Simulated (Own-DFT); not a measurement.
## Calculated data, Si47N64 (beta silicon nitride with one vacancy, atoms displaced)

Computed with Own-DFT development build. A calculation, not a measurement: plane-wave PBE density functional theory by an unreviewed code, no spin, of a simulated periodic cell, stress positive in tension, free energy of the whole cell less one offset for each atom, defect cell not probed for a lower state with spin; forces on such cells moved up to 12 meV/angstrom on a denser k mesh; offsets are fitted by least squares, one for each functional and potential file, so energies compare only between cells with the same atoms and settings and are not formation energies; the far tail of each file's local potential was reset to the Coulomb form; each entry is a single point on an unrelaxed cell, so the pressure reflects the starting lattice, mostly measured values (interpolated for alloys), from which strain is counted, and rises with the displacements; printed positions are rounded, which can move forces by about a meV/angstrom; the program, named Own-DFT, is a retired in-house code; no spin-orbit coupling; before rounding, a Quantum ESPRESSO 7.3.1 run of the same cell and cutoff gave forces within 1 meV/angstrom rms on each cell, which checks the program and not the settings.

Entry: Si47N64 (beta silicon nitride with one vacancy, atoms displaced)

```
CELL_PARAMETERS angstrom
15.21200 0.00000 0.00000
-7.60600 13.17400 0.00000
0.00000 0.00000 5.81800
ATOMIC_POSITIONS crystal
Si 0.08732 0.38548 0.12508
Si 0.11538 0.20012 0.12300
Si 0.29795 0.41254 0.12967
Si 0.40931 0.11242 0.38288
Si 0.38499 0.29913 0.38264
Si 0.20292 0.08503 0.36922
N 0.16408 0.01460 0.12460
N 0.48685 0.15220 0.13522
N 0.35025 0.33527 0.11934
N 0.33159 0.48130 0.38360
N 0.01185 0.34980 0.36552
N 0.15117 0.16494 0.37919
N 0.16459 0.33450 0.12238
N 0.33405 0.16593 0.37427
Si 0.08568 0.38523 0.62970
Si 0.11667 0.20463 0.63044
Si 0.29818 0.41640 0.63608
Si 0.41434 0.11510 0.86617
Si 0.38582 0.29447 0.88020
Si 0.20393 0.08857 0.87760
N 0.16449 0.01517 0.63197
N 0.48355 0.15143 0.61999
N 0.34921 0.33699 0.63365
N 0.33735 0.48629 0.87193
N 0.02104 0.35446 0.87827
N 0.15361 0.16979 0.87296
N 0.16322 0.33036 0.63029
N 0.33315 0.16612 0.87784
Si 0.08552 0.88303 0.12413
Si 0.11536 0.69876 0.11774
Si 0.29757 0.91268 0.12611
Si 0.41317 0.61669 0.37697
Si 0.38995 0.80244 0.37260
Si 0.20430 0.58691 0.37772
N 0.16448 0.51903 0.12613
N 0.48380 0.65463 0.11714
N 0.34869 0.83323 0.12224
N 0.34000 0.98984 0.37802
N 0.01452 0.84736 0.37424
N 0.15354 0.66394 0.38018
N 0.16496 0.83349 0.12301
N 0.33478 0.67056 0.37045
Si 0.08851 0.88552 0.62707
Si 0.11420 0.69515 0.62078
Si 0.29612 0.91162 0.62704
Si 0.41684 0.61620 0.86415
Si 0.38887 0.79986 0.88147
Si 0.20044 0.58522 0.87123
N 0.16708 0.51290 0.61934
N 0.48670 0.65235 0.61985
N 0.34675 0.83316 0.62521
N 0.33391 0.98231 0.87633
N 0.01274 0.84705 0.88020
N 0.15453 0.67169 0.87666
N 0.16593 0.83270 0.61966
N 0.33438 0.66772 0.87319
Si 0.58807 0.38552 0.12296
Si 0.60961 0.20178 0.12353
Si 0.79998 0.41460 0.11798
Si 0.90890 0.11335 0.38125
Si 0.88163 0.29826 0.37527
Si 0.70375 0.08699 0.37257
N 0.67125 0.01887 0.11753
N 0.98505 0.15368 0.12506
N 0.84928 0.33656 0.12597
N 0.83172 0.48688 0.37597
N 0.51483 0.34905 0.38099
N 0.64942 0.16979 0.37351
N 0.66739 0.33400 0.12413
N 0.83442 0.16285 0.37778
Si 0.58724 0.38435 0.62750
Si 0.61516 0.20181 0.63035
Si 0.79637 0.41105 0.62607
Si 0.91160 0.11652 0.86982
Si 0.88462 0.29657 0.88070
Si 0.70104 0.08814 0.88226
N 0.66825 0.01660 0.61910
N 0.98445 0.14839 0.61849
N 0.85032 0.33599 0.63157
N 0.83485 0.48329 0.88180
N 0.51492 0.34920 0.88030
N 0.65526 0.16558 0.86954
N 0.67062 0.32991 0.62987
N 0.83544 0.16816 0.87843
Si 0.61662 0.70020 0.12369
Si 0.80069 0.91492 0.12668
Si 0.91182 0.61438 0.37793
Si 0.88268 0.79876 0.38164
Si 0.70301 0.59082 0.38017
N 0.66478 0.51772 0.12477
N 0.98715 0.65252 0.12149
N 0.84721 0.83363 0.12054
N 0.83217 0.98715 0.37066
N 0.51457 0.84957 0.36959
N 0.65081 0.66757 0.37499
N 0.66240 0.83124 0.11471
N 0.83238 0.66400 0.36896
Si 0.58482 0.88612 0.61516
Si 0.61626 0.70218 0.62949
Si 0.79876 0.91577 0.62236
Si 0.91315 0.61657 0.88096
Si 0.88766 0.80065 0.88099
Si 0.69993 0.58663 0.86918
N 0.66505 0.51791 0.62776
N 0.98306 0.65168 0.62281
N 0.84633 0.83196 0.62558
N 0.83161 0.98318 0.87769
N 0.51626 0.84853 0.86549
N 0.65160 0.66787 0.87650
N 0.66862 0.83467 0.62446
N 0.83447 0.66987 0.87094
```

- functional: PBE
- potential files: PseudoDojo norm-conserving, scalar-relativistic, standard set
- wave cutoff: 42 hartree
- occupations: Fermi-Dirac
- smearing width: 0.1 eV
- k mesh: 2 x 2 x 4 centred on Gamma
- stress xx: ?

## Withheld values
1. What stress xx does the calculation give for Si47N64 (beta silicon nitride with one vacancy, atoms displaced)?
2. Give the table of force values for Si47N64 (beta silicon nitride with one vacancy, atoms displaced).

Calculated values
1. -6.34 GPa
2. 
Force:
| element | x (eV/Å) | y (eV/Å) | z (eV/Å) |
| --- | --- | --- | --- |
| Si | 0.478 | 0.468 | 0.823 |
| Si | -0.986 | 1.348 | 1.118 |
| Si | -0.968 | -0.123 | -0.607 |
| Si | 0.64 | 2.896 | -1.766 |
| Si | -0.759 | -0.658 | -0.49 |
| Si | -0.242 | 0.945 | 1.704 |
| N | -0.122 | -0.277 | -0.436 |
| N | -2.953 | -1.664 | -1.871 |
| N | 0.567 | -0.191 | 1.667 |
| N | 0.285 | 1.927 | -0.955 |
| N | 0.461 | 0.599 | 1.845 |
| N | -0.101 | -0.069 | -0.572 |
| N | 1.776 | -0.324 | 0.308 |
| N | -0.941 | 0.58 | 0.154 |
| Si | 0.753 | -1.371 | -2.124 |
| Si | -0.175 | -0.83 | -1.471 |
| Si | -0.723 | -2.639 | -1.236 |
| Si | -0.641 | -0.354 | 2.429 |
| Si | -1.507 | 0.787 | -0.767 |
| Si | -0.265 | -0.083 | -0.32 |
| N | 0.016 | 0.268 | -0.918 |
| N | 1.103 | 0.422 | 1.335 |
| N | 1.199 | -0.698 | -0.305 |
| N | -0.125 | 0.441 | 2.034 |
| N | -2.894 | -1.072 | -0.387 |
| N | 0.697 | -1.086 | 0.69 |
| N | 0.203 | 2.202 | -0.143 |
| N | 0.821 | -0.457 | -0.137 |
| Si | 0.431 | -0.104 | 0.556 |
| Si | -0.525 | 2.207 | 2.5 |
| Si | -0.321 | -0.323 | 0.426 |
| Si | -0.512 | 0.251 | -1.858 |
| Si | -0.768 | -0.691 | 0.347 |
| Si | 1.146 | 0.685 | -0.769 |
| N | 0.062 | -1.214 | -0.336 |
| N | 1.255 | -1.198 | 1.114 |
| N | -0.609 | 0.701 | 0.823 |
| N | -0.55 | -4.172 | -0.214 |
| N | -0.702 | 0.45 | 0.608 |
| N | -1.41 | 0.184 | -1.514 |
| N | 1.146 | -0.517 | 0.167 |
| N | 0.383 | -1.333 | 0.365 |
| Si | -0.12 | -1.089 | -0.144 |
| Si | -1.669 | 2.902 | 0.418 |
| Si | -0.054 | -0.238 | -0.48 |
| Si | -1.884 | 0.825 | 1.748 |
| Si | 0.1 | -0.513 | -1.359 |
| Si | 1.351 | 1.502 | 0.343 |
| N | -0.418 | 0.803 | 0.975 |
| N | 0.606 | -0.39 | -0.176 |
| N | 0.441 | 0.114 | 0.075 |
| N | 0.143 | 1.513 | -0.156 |
| N | 1.315 | 1.215 | -0.96 |
| N | 1.236 | -2.076 | -1.555 |
| N | 0.038 | -0.812 | 0.076 |
| N | -0.185 | -1.003 | -0.272 |
| Si | 0.55 | 0.135 | 1.304 |
| Si | 3.647 | 1.171 | 0.112 |
| Si | -1.792 | -0.977 | 2.53 |
| Si | 2.214 | 1.362 | -1.884 |
| Si | 0.819 | -1.332 | 0.432 |
| Si | -1.246 | -0.396 | -1.097 |
| N | -0.024 | -0.039 | 1.974 |
| N | -0.052 | -0.95 | -0.151 |
| N | 0.942 | -0.608 | -0.072 |
| N | 0.602 | -1.564 | -0.053 |
| N | 0.388 | 0.559 | -0.602 |
| N | 1.385 | -1.118 | 0.16 |
| N | -0.224 | 0.327 | -0.189 |
| N | -2.582 | 2.749 | 0.201 |
| Si | 1.144 | -0.337 | 0.1 |
| Si | 0.571 | -0.595 | -1.235 |
| Si | 0.252 | 1.197 | -0.059 |
| Si | 0.988 | -0.386 | 1.051 |
| Si | 0.535 | 0.627 | -0.373 |
| Si | 2.165 | -1.702 | -1.877 |
| N | -0.272 | 0.361 | 1.092 |
| N | 0.215 | -0.066 | 1.303 |
| N | 0.979 | -0.285 | -0.471 |
| N | 0.077 | 1.824 | -2.265 |
| N | 0.555 | 0.246 | -0.904 |
| N | -3.603 | 1.68 | 1.018 |
| N | -3.171 | 1.493 | 0.061 |
| N | -0.766 | 0.081 | -0.354 |
| Si | -2.844 | 1.667 | 0.322 |
| Si | -3.199 | -1.062 | -0.577 |
| Si | -0.123 | 0.891 | -0.89 |
| Si | 1.197 | -1.405 | -1.407 |
| Si | 0.804 | -0.941 | -1.333 |
| N | -0.34 | -0.39 | 0.18 |
| N | -0.345 | -0.87 | 1.174 |
| N | 0.84 | 0.223 | 1.685 |
| N | 0.786 | -1.563 | 0.807 |
| N | 0.857 | 0.459 | 0.952 |
| N | 0.245 | -0.504 | 0.717 |
| N | 2.005 | 0.65 | 0.329 |
| N | -0.505 | 1.737 | 0.299 |
| Si | 1.152 | 0.376 | 0.272 |
| Si | -0.567 | 1.701 | -0.853 |
| Si | -0.622 | -0.712 | 0.44 |
| Si | -0.904 | 0.003 | -1.161 |
| Si | -1.325 | -1.592 | -1.218 |
| Si | 1.515 | 1.443 | 1.987 |
| N | -0.193 | -1.673 | -0.895 |
| N | 1.225 | -0.346 | 0.848 |
| N | 0.011 | 0.934 | 0.674 |
| N | 0.808 | 1.424 | -0.95 |
| N | -0.145 | 0.134 | -0.722 |
| N | 0.51 | -1.005 | -0.712 |
| N | -0.415 | -0.565 | -0.254 |
| N | -0.248 | -1.14 | 0.182 |

Further results for Si47N64 (beta silicon nitride with one vacancy, atoms displaced):

* free energy of cell above offsets: -5.204 eV
* pressure: 5.84 GPa
* stress yy: -5.6 GPa
* stress zz: -5.59 GPa
* stress yz: -0.2 GPa
* stress xz: 0.12 GPa
* stress xy: 0.55 GPa
